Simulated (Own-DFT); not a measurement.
# Bulk modulus against bond length in tetrahedral crystals

Source: density functional calculations with Own-DFT, an unreviewed in-house program that is no longer used. Nothing was measured or relaxed, and spin and spin-orbit coupling are left out.

Limits (not all hold for every row): forces on such cells moved up to 12 meV/angstrom on a denser k mesh; forces not confirmed at this smearing and k mesh; k mesh not checked against a denser one; forces on such cells passed a denser k mesh, each cell not checked; stress not checked against mesh or cutoff.

All runs are PBE with PseudoDojo norm-conserving files; cutoff and k mesh are each material's own. Every cell starts from measured lattice constants and was given uniform random strains and small random moves of its atoms. Each triple is the change of volume in per cent, the rms move u in Å and the pressure in GPa.

- 2H SiC (C36Si36), 10.36 Å³/atom unstrained: (-3.84, 0.050, 15.07); (-3.33, 0.047, 13.39); (-3.05, 0.054, 13.33); (-0.71, 0.053, 7.50); (-0.07, 0.046, 5.27); (1.26, 0.053, 3.10); (2.66, 0.049, -0.37)
- wurtzite AlN (Al36N36), 10.45 Å³/atom unstrained: (-3.29, 0.052, 13.56); (-1.81, 0.048, 9.61); (-1.64, 0.050, 9.13); (-1.22, 0.050, 8.25); (0.19, 0.051, 5.91); (1.75, 0.043, 2.04); (1.79, 0.054, 2.60)
- wurtzite GaN (Ga36N36), 11.42 Å³/atom unstrained: (-3.47, 0.052, 15.73); (-2.81, 0.045, 13.60); (-2.34, 0.051, 13.26); (-0.42, 0.053, 8.85); (0.82, 0.054, 6.36); (0.86, 0.048, 6.39); (3.70, 0.051, 1.23)
- diamond silicon (Si64), 20.02 Å³/atom unstrained: withheld
- zincblende GaAs (As32Ga32), 22.58 Å³/atom unstrained: (-1.77, 0.048, 5.61); (-1.75, 0.049, 5.46); (-0.49, 0.051, 4.49); (0.04, 0.053, 4.09); (1.57, 0.051, 2.96); (3.05, 0.051, 1.96); (3.14, 0.047, 1.82)
- grey tin (Sn64), 34.15 Å³/atom unstrained: (-3.70, 0.055, 5.83); (-3.34, 0.051, 5.64); (-3.11, 0.051, 5.50); (-2.22, 0.050, 5.03); (-2.01, 0.050, 4.88); (0.06, 0.053, 3.88); (1.38, 0.049, 2.94)

## Working it out

Fit a line to each set against the fractional change of volume; B is minus its slope, and u is nearly the same within a set. To take it to zero pressure, assume that B rises by 4 GPa for each GPa: B0 = B - 4 x (mean pressure). The bond length of an ideal tetrahedral crystal with the unstrained volume v is d = (√3/4)(8 v)^(1/3). Cohen's empirical rule reads B0 = (1971 - 220 L) d^(-3.5) GPa, with L = 0 for group IV crystals and SiC and 1 for III-V compounds.

```
material,L,d (Å),B (GPa),mean P (GPa),B0 (GPa),rule (GPa)
2H SiC (C36Si36),0,1.888,237 ± 7,8.2,204 ± 7,213
wurtzite AlN (Al36N36),1,1.893,212 ± 9,7.3,183 ± 9,188
wurtzite GaN (Ga36N36),1,1.950,201 ± 6,9.3,164 ± 6,169
diamond silicon (Si64),0,2.352,?,?,?,99
zincblende GaAs (As32Ga32),1,2.448,75 ± 1,3.8,60 ± 1,76
grey tin (Sn64),0,2.810,56 ± 1,4.8,36 ± 1,53
```

A line through ln[B0/(1971 - 220 L)] against ln d has a slope of -4.4 ± 0.05 and a scatter of 2 %. Against the rule, B0 stands at 96 % for 2H SiC, 98 % for wurtzite AlN, 97 % for wurtzite GaN, 78 % for zincblende GaAs, 69 % for grey tin. PBE tends to make silicon and heavier crystals too soft, and the rule itself is only a guide.

## Prediction

Question: what B0 does the fitted trend give for diamond silicon (Si64)?

From the line: 80 GPa. Its own runs give B = 93 ± 5 GPa at a mean pressure of 2.7 GPa, so B0 = 82 GPa.
